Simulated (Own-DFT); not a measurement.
## Calculated data, Ti12O23 (rutile with two vacancies, atoms displaced)

Computed with Own-DFT development build. A calculation, not a measurement: plane-wave PBE density functional theory by an unreviewed code, no spin, of a simulated periodic cell, stress positive in tension, free energy of the whole cell less one offset for each atom, defect cell not probed for a lower state with spin; oxygen file: force components 24 meV/angstrom off all-electron in one glass; k mesh not checked against a denser one; offsets are fitted by least squares, one for each functional and potential file, so energies compare only between cells with the same atoms and settings and are not formation energies; the far tail of each file's local potential was reset to the Coulomb form; each entry is a single point on an unrelaxed cell, so the pressure reflects the starting lattice, mostly measured values (interpolated for alloys), from which strain is counted, and rises with the displacements; printed positions are rounded, which can move forces by about a meV/angstrom; the program, named Own-DFT, is a retired in-house code; no spin-orbit coupling; before rounding, a Quantum ESPRESSO 7.3.1 run of the same cell and cutoff gave forces within 1 meV/angstrom rms on each cell, which checks the program and not the settings.

Common to all runs: functional PBE; potential files PseudoDojo norm-conserving, scalar-relativistic, standard set; wave cutoff 72 hartree; occupations Fermi-Dirac; smearing width 0.1 eV; k mesh 3 x 3 x 3 centred on Gamma.

(1) 
```cif
# cell vector a (Å): 9.1874 0.0000 0.0000
# cell vector b (Å): 0.0000 9.1874 0.0000
# cell vector c (Å): 0.0000 0.0000 8.8761
data_Ti12O23
_symmetry_space_group_name_H-M 'P 1'
_symmetry_Int_Tables_number 1
_cell_length_a 9.1874
_cell_length_b 9.1874
_cell_length_c 8.8761
_cell_angle_alpha 90.000
_cell_angle_beta 90.000
_cell_angle_gamma 90.000
_cell_volume 749.22
loop_
_atom_site_label
_atom_site_type_symbol
_atom_site_fract_x
_atom_site_fract_y
_atom_site_fract_z
_atom_site_occupancy
Ti1 Ti 0.99653 0.98884 0.00964 1
Ti2 Ti 0.24701 0.25386 0.16014 1
O1 O 0.15166 0.15969 0.99629 1
O2 O 0.34686 0.35440 0.98553 1
O3 O 0.39591 0.08617 0.17374 1
O4 O 0.10201 0.39993 0.18035 1
Ti3 Ti 0.99893 0.98880 0.33595 1
Ti4 Ti 0.24873 0.25928 0.48706 1
O5 O 0.16458 0.15704 0.32612 1
O6 O 0.36930 0.32800 0.32870 1
O7 O 0.40928 0.09926 0.50646 1
O8 O 0.09034 0.40064 0.51158 1
Ti5 Ti 0.98486 0.01891 0.66626 1
Ti6 Ti 0.25621 0.26933 0.80992 1
O9 O 0.15554 0.15370 0.66053 1
O10 O 0.36028 0.34693 0.66669 1
O11 O 0.40303 0.08581 0.84155 1
O12 O 0.11839 0.40647 0.83569 1
Ti7 Ti 0.00640 0.50722 0.99362 1
Ti8 Ti 0.23980 0.74785 0.15930 1
O13 O 0.17102 0.65963 0.00434 1
O14 O 0.33206 0.83879 0.99736 1
O15 O 0.38907 0.60943 0.17768 1
O16 O 0.09748 0.90134 0.17876 1
Ti9 Ti 0.99493 0.51340 0.33900 1
Ti10 Ti 0.24827 0.74407 0.49669 1
O17 O 0.15224 0.65305 0.33530 1
O18 O 0.34907 0.85130 0.34045 1
O19 O 0.38855 0.60018 0.48101 1
O20 O 0.08983 0.90091 0.50150 1
Ti11 Ti 0.01504 0.51632 0.67347 1
Ti12 Ti 0.25122 0.73924 0.83153 1
O21 O 0.13676 0.65776 0.67183 1
O22 O 0.35062 0.86690 0.64383 1
O23 O 0.39649 0.59668 0.82838 1
O24 O 0.11074 0.89778 0.82769 1
Ti13 Ti 0.49456 0.98902 0.99160 1
Ti14 Ti 0.76486 0.23510 0.17049 1
O25 O 0.65129 0.16253 0.01623 1
O26 O 0.84575 0.34323 0.00664 1
O27 O 0.89204 0.08569 0.18109 1
O28 O 0.61139 0.40034 0.16222 1
Ti15 Ti 0.49070 0.02181 0.33436 1
Ti16 Ti 0.75251 0.25193 0.50990 1
O29 O 0.65922 0.13983 0.32429 1
O30 O 0.85855 0.33211 0.34282 1
O31 O 0.89493 0.11062 0.49113 1
O32 O 0.59657 0.40656 0.50180 1
Ti17 Ti 0.51167 0.00742 0.65809 1
Ti18 Ti 0.72930 0.26810 0.83503 1
O33 O 0.66145 0.15543 0.67494 1
O34 O 0.83389 0.34885 0.67838 1
O35 O 0.91423 0.09989 0.85038 1
O36 O 0.60022 0.40609 0.83551 1
Ti19 Ti 0.49784 0.50222 0.99356 1
Ti20 Ti 0.73358 0.75942 0.17385 1
O37 O 0.64469 0.66832 0.99665 1
O38 O 0.84597 0.84090 0.99489 1
O39 O 0.90787 0.58393 0.15649 1
O40 O 0.60583 0.89095 0.16466 1
Ti21 Ti 0.50103 0.50037 0.33916 1
Ti22 Ti 0.75059 0.75235 0.50299 1
O41 O 0.89540 0.59864 0.49963 1
O42 O 0.58985 0.91031 0.49392 1
Ti23 Ti 0.49946 0.50090 0.67968 1
Ti24 Ti 0.75387 0.73676 0.83178 1
O43 O 0.65368 0.65670 0.65213 1
O44 O 0.84294 0.84687 0.66622 1
O45 O 0.89108 0.60426 0.82605 1
O46 O 0.59439 0.91093 0.84311 1
_calc_free_energy_of_cell_above_offsets '-7.245'  # eV
_calc_pressure 9.42  # GPa
_calc_stress_xx -9.55  # GPa
_calc_stress_yy -9.74  # GPa
_calc_stress_zz -8.98  # GPa
_calc_stress_yz -0.37  # GPa
_calc_stress_xz 0.55  # GPa
_calc_stress_xy 2.63  # GPa
```

Force:
```csv
element,x (eV/Å),y (eV/Å),z (eV/Å)
Ti,0.791,1.103,-2.743
Ti,-0.604,-0.657,-2.141
O,0.039,-0.518,0.956
O,1.252,0.603,0.827
O,-0.235,0.539,-1.707
O,0.132,0.725,-0.929
Ti,1.258,1.007,1.257
Ti,-0.665,-1.017,-0.582
O,-1.336,-0.805,1.38
O,0.14,1.646,0.581
O,-1.064,1.981,-0.177
O,0.954,0.257,-0.303
Ti,1.381,-0.402,1.602
Ti,-0.834,-4.37,3.57
O,-0.187,0.224,-0.24
O,1.03,1.017,-1.996
O,-0.613,1.629,-0.616
O,-2.352,2.015,-0.468
Ti,-1.179,-2.023,2.442
Ti,2.846,1.544,3.819
O,-4.374,-4.144,-2.466
O,2.489,1.911,-0.133
O,2.487,-1.878,-0.314
O,-0.718,0.08,-0.229
Ti,-0.263,-1.464,-1.463
Ti,1.754,3.657,-0.83
O,-1.534,-0.608,-0.15
O,-0.79,-0.367,0.011
O,1.446,-1.308,1.507
O,-1.243,0.392,-0.234
Ti,-2.228,-3.21,-1.447
Ti,-0.229,4.619,-0.309
O,1.73,1.212,-0.603
O,-0.765,-2.393,1.211
O,0.525,-0.003,-0.241
O,-1.467,0.369,0.47
Ti,-0.9,1.642,0.24
Ti,-1.509,2.259,-0.287
O,-1.032,-1.447,-1.539
O,1.719,1.354,-1.35
O,1.924,-2.125,-0.774
O,-1.905,2.656,0.397
Ti,0.114,-1.234,0.111
Ti,-0.008,1.456,-1.708
O,-0.789,0.605,1.424
O,-0.155,1.681,0.14
O,1.526,-2.428,0.894
O,0.119,0.48,-0.147
Ti,-1.349,-1.598,1.429
Ti,3.546,-3.099,2.727
O,-1.053,-1.111,-0.23
O,1.473,0.96,-0.681
O,-0.442,-0.622,-1.202
O,-1.896,2.2,-0.137
Ti,0.009,-0.424,4.573
Ti,1.473,-1.291,-2.734
O,-0.722,-1.665,0.181
O,0.906,0.483,0.879
O,-0.597,1.326,0.562
O,-1.277,1.356,0.972
Ti,-0.702,-1.926,-1.784
Ti,-0.184,1.032,1.55
O,-0.194,0.487,0.38
O,2.487,-1.826,0.141
Ti,0.69,0.666,-3.434
Ti,-1.772,2.615,0.688
O,-1.404,-0.919,0.592
O,0.43,1.086,-0.555
O,2.348,-2.355,0.834
O,1.554,-1.634,-1.463
```

(2) 
```cif
# cell vector a (Å): 9.1874 0.0000 0.0000
# cell vector b (Å): 0.0000 9.1874 0.0000
# cell vector c (Å): 0.0000 0.0000 8.8761
data_Ti12O23
_symmetry_space_group_name_H-M 'P 1'
_symmetry_Int_Tables_number 1
_cell_length_a 9.1874
_cell_length_b 9.1874
_cell_length_c 8.8761
_cell_angle_alpha 90.000
_cell_angle_beta 90.000
_cell_angle_gamma 90.000
_cell_volume 749.22
loop_
_atom_site_label
_atom_site_type_symbol
_atom_site_fract_x
_atom_site_fract_y
_atom_site_fract_z
_atom_site_occupancy
Ti1 Ti 0.99929 0.00164 0.00572 1
Ti2 Ti 0.26092 0.25650 0.16645 1
O1 O 0.15043 0.15170 0.98776 1
O2 O 0.34935 0.34866 0.00812 1
O3 O 0.39451 0.10641 0.16232 1
O4 O 0.09836 0.40007 0.18562 1
Ti3 Ti 0.99476 0.00736 0.33614 1
Ti4 Ti 0.26072 0.25811 0.52603 1
O5 O 0.39547 0.08968 0.50007 1
O6 O 0.09353 0.39455 0.49172 1
Ti5 Ti 0.01141 0.00580 0.65711 1
Ti6 Ti 0.26358 0.25927 0.84124 1
O7 O 0.15291 0.16974 0.66726 1
O8 O 0.33629 0.33925 0.66437 1
O9 O 0.40540 0.10221 0.84921 1
O10 O 0.08526 0.41403 0.83470 1
Ti7 Ti 0.99791 0.50515 0.01293 1
Ti8 Ti 0.23367 0.74727 0.16185 1
O11 O 0.16949 0.65129 0.98952 1
O12 O 0.33022 0.84542 0.99699 1
O13 O 0.40231 0.59385 0.17724 1
O14 O 0.08717 0.90360 0.16567 1
Ti9 Ti 0.99651 0.49623 0.33543 1
Ti10 Ti 0.26335 0.75158 0.48015 1
O15 O 0.14268 0.65776 0.31939 1
O16 O 0.34749 0.85154 0.33138 1
O17 O 0.41740 0.59132 0.48561 1
O18 O 0.09767 0.88900 0.49649 1
Ti11 Ti 0.00268 0.49564 0.66492 1
Ti12 Ti 0.26570 0.74869 0.84811 1
O19 O 0.14374 0.65810 0.66476 1
O20 O 0.34155 0.85970 0.65567 1
O21 O 0.40868 0.58737 0.84171 1
O22 O 0.10444 0.91450 0.83230 1
Ti13 Ti 0.49872 0.98239 0.99646 1
Ti14 Ti 0.74210 0.23424 0.16470 1
O23 O 0.66296 0.15686 0.99472 1
O24 O 0.83492 0.34389 0.98904 1
O25 O 0.90644 0.10877 0.16775 1
O26 O 0.59560 0.40060 0.16096 1
Ti15 Ti 0.50126 0.98557 0.33632 1
Ti16 Ti 0.75487 0.23765 0.51252 1
O27 O 0.64863 0.14879 0.33493 1
O28 O 0.85957 0.35774 0.32657 1
O29 O 0.90677 0.10179 0.51763 1
O30 O 0.60414 0.38169 0.49960 1
Ti17 Ti 0.51255 0.98124 0.66838 1
Ti18 Ti 0.75955 0.24414 0.82410 1
O31 O 0.65570 0.15813 0.67354 1
O32 O 0.84567 0.35074 0.66313 1
O33 O 0.91548 0.10047 0.82842 1
O34 O 0.61836 0.41554 0.82465 1
Ti19 Ti 0.48596 0.49896 0.98757 1
Ti20 Ti 0.75087 0.75161 0.17209 1
O35 O 0.64597 0.66534 0.99803 1
O36 O 0.84953 0.83360 0.99982 1
O37 O 0.89751 0.59782 0.16991 1
O38 O 0.60121 0.90344 0.15366 1
Ti21 Ti 0.50038 0.50366 0.33057 1
Ti22 Ti 0.73703 0.75926 0.50376 1
O39 O 0.66756 0.63921 0.32822 1
O40 O 0.84508 0.84161 0.33638 1
O41 O 0.89051 0.60908 0.49975 1
O42 O 0.59208 0.91470 0.50937 1
Ti23 Ti 0.49613 0.48952 0.67318 1
Ti24 Ti 0.75184 0.74198 0.83380 1
O43 O 0.65850 0.64988 0.66428 1
O44 O 0.85282 0.83890 0.66742 1
O45 O 0.91628 0.59392 0.82312 1
O46 O 0.60631 0.90341 0.83551 1
_calc_free_energy_of_cell_above_offsets '-5.958'  # eV
_calc_pressure 10.58  # GPa
_calc_stress_xx -8.48  # GPa
_calc_stress_yy -8.84  # GPa
_calc_stress_zz -14.41  # GPa
_calc_stress_yz -0.02  # GPa
_calc_stress_xz -0.67  # GPa
_calc_stress_xy -1.23  # GPa
```

Force:
```csv
element,x (eV/Å),y (eV/Å),z (eV/Å)
Ti,0.233,0.019,-3.092
Ti,-1.07,-1.135,-1
O,0.541,0.992,1.204
O,-0.065,0.757,-0.159
O,0.584,-1.041,0.859
O,1.344,-0.553,-2.31
Ti,-0.949,-2.183,-0.111
Ti,-3.374,-4.161,-6.514
O,0.073,0.945,-0.477
O,1.423,-0.213,0.414
Ti,1.273,-2.636,3.577
Ti,-2.72,-2.769,1.68
O,-0.686,-1.465,0.338
O,5.256,5.583,4.275
O,0.128,0.048,-0.892
O,2.569,-2.022,1.009
Ti,-1.45,-1.49,-2.227
Ti,-0.143,-0.333,1.185
O,-2.341,-1.998,1.479
O,3.397,2.949,2.453
O,-1.106,0.468,-1.076
O,1.106,-0.156,1.166
Ti,-1.922,0.443,2.116
Ti,-2.703,-1.176,4.189
O,1.253,0.483,0.772
O,0.424,-0.028,-1.695
O,-2.015,1.155,2.266
O,-0.259,2.001,-1.045
Ti,0.404,2.159,-0.511
Ti,-3.181,0.302,-6.986
O,1.74,-0.478,-0.467
O,1.219,-1.003,0.527
O,-2.453,2.687,-3.676
O,0.209,-0.847,0.402
Ti,-0.325,2.507,-0.08
Ti,-0.719,2.682,-0.199
O,-1.745,-2.024,0.125
O,2.285,1.731,1.508
O,0.842,-0.758,0.88
O,-0.377,-0.503,0.41
Ti,-0.587,3.629,-1.121
Ti,-1.293,2.704,-2.013
O,0.402,-0.754,0.006
O,-1.907,-2.002,0.317
O,0.206,-0.259,-2.698
O,-2.015,1.361,0.308
Ti,-3.654,2.844,2.464
Ti,1.483,0.886,2.715
O,-1.574,-2.038,-1.105
O,0.252,-0.471,-0.521
O,-1.03,0.004,-0.047
O,-2.412,0.005,-0.007
Ti,5.24,-1.35,5.358
Ti,0.227,-0.943,-1.185
O,-0.814,-1.177,0.093
O,1.043,1.463,-0.007
O,0.717,0.079,-1.258
O,-0.492,0.169,1.667
Ti,3.867,-1.189,-1.757
Ti,3.539,-2.9,0.734
O,-1.87,0.358,0.5
O,0.566,2.292,-0.139
O,1.055,-0.998,-0.089
O,2.302,-2.115,-2.654
Ti,3.59,-0.106,-2.028
Ti,1.831,-0.964,0.11
O,-1.983,-0.285,0.095
O,-0.547,1.274,-0.351
O,-2.257,1.545,2.241
O,-0.59,-0.007,0.052
```
